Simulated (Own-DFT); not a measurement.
Simulation results for GaN (wurtzite, atoms displaced)

All values are calculated (Own-DFT development build). A calculation, not a measurement: plane-wave PBE density functional theory by an unreviewed code, no spin, of a simulated periodic cell, stress positive in tension, free energy of the whole cell less one offset for each atom, forces on such cells passed a denser k mesh, this cell's mesh not checked; offsets are fitted by least squares, one for each functional and potential file, so energies compare only between cells with the same atoms and settings and are not formation energies; the far tail of each file's local potential was reset to the Coulomb form; each entry is a single point on an unrelaxed cell, so the pressure reflects the starting lattice, mostly measured values (interpolated for alloys), from which strain is counted, and rises with the displacements; printed positions are rounded, which can move forces by about a meV/angstrom; the program, named Own-DFT, is a retired in-house code; no spin-orbit coupling.

## GaN (wurtzite, atoms displaced)

```
cell vectors (Å)
  12.7560     0.0000     0.0000
  -4.7835     8.2853     0.0000
   0.0000     0.0000    10.3700
atoms (fractions of the cell vectors)
Ga  0.08713  0.22920  0.99877
Ga  0.17103  0.11417  0.24640
N   0.08310  0.21957  0.18844
N   0.16475  0.10776  0.43828
Ga  0.08520  0.22457  0.49864
Ga  0.16526  0.11222  0.75042
N   0.08313  0.22424  0.69316
N   0.16627  0.10968  0.94242
Ga  0.08466  0.55822  0.00114
Ga  0.16662  0.44195  0.25082
N   0.08374  0.55858  0.18649
N   0.16825  0.43988  0.43981
Ga  0.08193  0.55402  0.49967
Ga  0.16979  0.44317  0.75147
N   0.08552  0.55740  0.68753
N   0.16665  0.44187  0.93722
Ga  0.08235  0.88472  0.00133
Ga  0.16932  0.78016  0.24864
N   0.08551  0.89166  0.18808
N   0.16622  0.77504  0.43796
Ga  0.08297  0.88772  0.50077
Ga  0.16816  0.77821  0.75051
N   0.08434  0.89067  0.68703
N   0.16894  0.77697  0.93682
Ga  0.32926  0.22031  0.99598
Ga  0.41551  0.11221  0.25162
N   0.33683  0.22332  0.19089
N   0.41390  0.10830  0.43449
Ga  0.33196  0.22336  0.50149
Ga  0.41601  0.11242  0.74958
N   0.33413  0.22551  0.68918
N   0.41898  0.11064  0.94005
Ga  0.33199  0.55531  0.00122
Ga  0.41954  0.44660  0.24615
N   0.33215  0.55847  0.18740
N   0.41914  0.44607  0.43872
Ga  0.33334  0.55699  0.49863
Ga  0.41413  0.44346  0.74753
N   0.33431  0.55702  0.68814
N   0.41641  0.44497  0.94091
Ga  0.33073  0.88620  0.00258
Ga  0.41525  0.77551  0.24962
N   0.33474  0.88710  0.19059
N   0.42021  0.78029  0.43714
Ga  0.33131  0.88428  0.50056
Ga  0.41436  0.77634  0.74951
N   0.33280  0.88977  0.68835
N   0.41700  0.77567  0.93931
Ga  0.58260  0.21726  0.00041
Ga  0.66352  0.10892  0.25029
N   0.58633  0.22554  0.18922
N   0.66670  0.11092  0.43724
Ga  0.58457  0.22285  0.49854
Ga  0.66312  0.10802  0.75101
N   0.58233  0.22222  0.69081
N   0.66690  0.10676  0.94113
Ga  0.58562  0.56102  0.00077
Ga  0.66124  0.44090  0.25213
N   0.58762  0.55751  0.18877
N   0.66665  0.44377  0.43898
Ga  0.58275  0.55636  0.49748
Ga  0.66499  0.44336  0.75198
N   0.58323  0.55353  0.69284
N   0.66554  0.44644  0.93546
Ga  0.58339  0.89003  0.00143
Ga  0.66803  0.78021  0.24744
N   0.58399  0.89174  0.19203
N   0.66655  0.77706  0.43977
Ga  0.58495  0.89178  0.50295
Ga  0.66647  0.77651  0.75284
N   0.58468  0.88950  0.68690
N   0.66850  0.78193  0.94126
Ga  0.83049  0.22372  0.99967
Ga  0.92018  0.11167  0.25420
N   0.83153  0.22010  0.18826
N   0.91547  0.11341  0.44205
Ga  0.83029  0.21825  0.49851
Ga  0.91902  0.11178  0.75008
N   0.83263  0.22187  0.68785
N   0.91688  0.10661  0.93610
Ga  0.83440  0.55601  0.99600
Ga  0.91307  0.44452  0.25371
N   0.83132  0.55451  0.18935
N   0.91829  0.44473  0.43859
Ga  0.83660  0.55799  0.50038
Ga  0.91690  0.44591  0.75109
N   0.83291  0.55667  0.68845
N   0.91673  0.44360  0.93926
Ga  0.83442  0.88213  0.99964
Ga  0.91659  0.77645  0.24787
N   0.82844  0.88531  0.18802
N   0.91518  0.77601  0.43938
Ga  0.83379  0.88931  0.50202
Ga  0.91566  0.77330  0.75055
N   0.83497  0.89037  0.68806
N   0.91662  0.78036  0.93959
```

| Quantity | Value |
| --- | --- |
| functional | PBE |
| potential files | PseudoDojo norm-conserving, scalar-relativistic, standard set with the stringent files for Ga |
| wave cutoff | 96 hartree |
| occupations | Gaussian |
| smearing width | 0.01 eV |
| k mesh | 3 x 4 x 3 centred on Gamma |
| free energy of cell above offsets | -10.192 eV |
| pressure | 5.45 GPa |
| stress xx | -4.91 GPa |
| stress yy | -5.9 GPa |
| stress zz | -5.55 GPa |
| stress yz | -0.06 GPa |
| stress xz | -0.2 GPa |
| stress xy | -0.16 GPa |

Force:
```tsv
element	x (eV/Å)	y (eV/Å)	z (eV/Å)
Ga	-0.707	-1.536	0.231
Ga	-0.316	-0.244	0.593
N	0.18	0.452	-0.058
N	0.073	0.388	-0.151
Ga	-0.139	-0.838	0.691
Ga	0.235	-0.242	0.186
N	0.514	-0.033	-0.988
N	-0.306	-0.286	-0.661
Ga	0.029	-0.616	-0.205
Ga	-0.447	0.258	-0.136
N	0.105	-0.499	0.602
N	-0.598	0.849	-0.359
Ga	0.507	-0.024	0.085
Ga	-0.749	0.427	-0.356
N	-0.012	-0.307	0.31
N	-0.228	0.998	0.212
Ga	0.058	0.437	-0.187
Ga	-0.298	-0.312	0.355
N	-0.055	-0.304	0.066
N	-0.128	0.064	-0.073
Ga	-0.018	-0.117	-0.322
Ga	-0.33	-0.008	-0.4
N	0.008	-0.231	0.594
N	-0.627	0.038	0.22
Ga	1.225	0.394	0.676
Ga	0.801	-0.264	-0.494
N	-0.525	0.267	-0.867
N	0.193	0.204	1.223
Ga	0.324	-0.218	-0.496
Ga	0.161	-0.1	0.257
N	-0.259	-0.611	-0.009
N	-0.768	-0.302	-0.211
Ga	0.326	0.015	-0.286
Ga	-0.258	0.146	0.403
N	0.491	-0.697	0.28
N	-0.617	-0.253	-0.355
Ga	0.516	0.147	0.027
Ga	0.619	0.562	0.745
N	-0.14	-0.089	-0.238
N	-0.046	-0.012	-0.311
Ga	0.782	0.441	-0.176
Ga	0.45	0.464	0.258
N	-0.347	0.501	-0.351
N	-0.452	-0.35	0.333
Ga	0.155	0.503	-0.304
Ga	0.451	0.421	0.205
N	0.211	0.067	-0.008
N	-0.328	0.276	-0.128
Ga	-0.051	0.875	0.08
Ga	0.519	0.515	-0.001
N	-0.622	-0.707	-0.194
N	-0.26	-0.002	0.194
Ga	-0.475	-0.24	0.307
Ga	0.559	0.404	-0.013
N	0.085	-0.14	-0.505
N	-0.601	0.491	-0.571
Ga	-0.081	-0.639	-0.238
Ga	1.049	0.526	-0.098
N	-0.917	0.078	-0.164
N	0.127	0.161	0.213
Ga	0.483	0.082	0.819
Ga	0.17	0.028	-0.472
N	-0.417	0.296	-0.757
N	0.457	-0.356	0.892
Ga	0.06	-0.42	0.357
Ga	-0.447	-0.228	0.864
N	-0.221	-0.748	-0.611
N	-0.013	0.371	-0.282
Ga	0.217	-0.381	-0.645
Ga	0.136	0.181	-0.321
N	-0.368	-0.373	0.717
N	-0.087	-0.321	-0.253
Ga	1.294	-0.599	0.251
Ga	-0.932	-0.347	-0.67
N	0.317	0.215	0.346
N	0.763	-0.303	-0.333
Ga	-0.031	0.688	0.528
Ga	-0.772	-0.15	0.134
N	-0.141	0.04	0.192
N	-0.208	0.576	0.719
Ga	-0.463	-0.312	0.778
Ga	0.488	-0.188	-0.877
N	-0.075	0.016	-0.396
N	-0.319	-0.297	0.267
Ga	-0.486	-0.448	-0.05
Ga	0.26	-0.358	-0.399
N	0.15	-0.431	0.087
N	0.1	0.36	-0.223
Ga	-1.057	1.494	0.359
Ga	-0.272	0.094	0.364
N	1.318	0.753	0.071
N	0.263	0.449	-0.358
Ga	-0.141	-0.191	-0.217
Ga	-0.132	0.887	-0.234
N	-0.033	-0.393	0.386
N	1.096	-0.839	-0.457
```
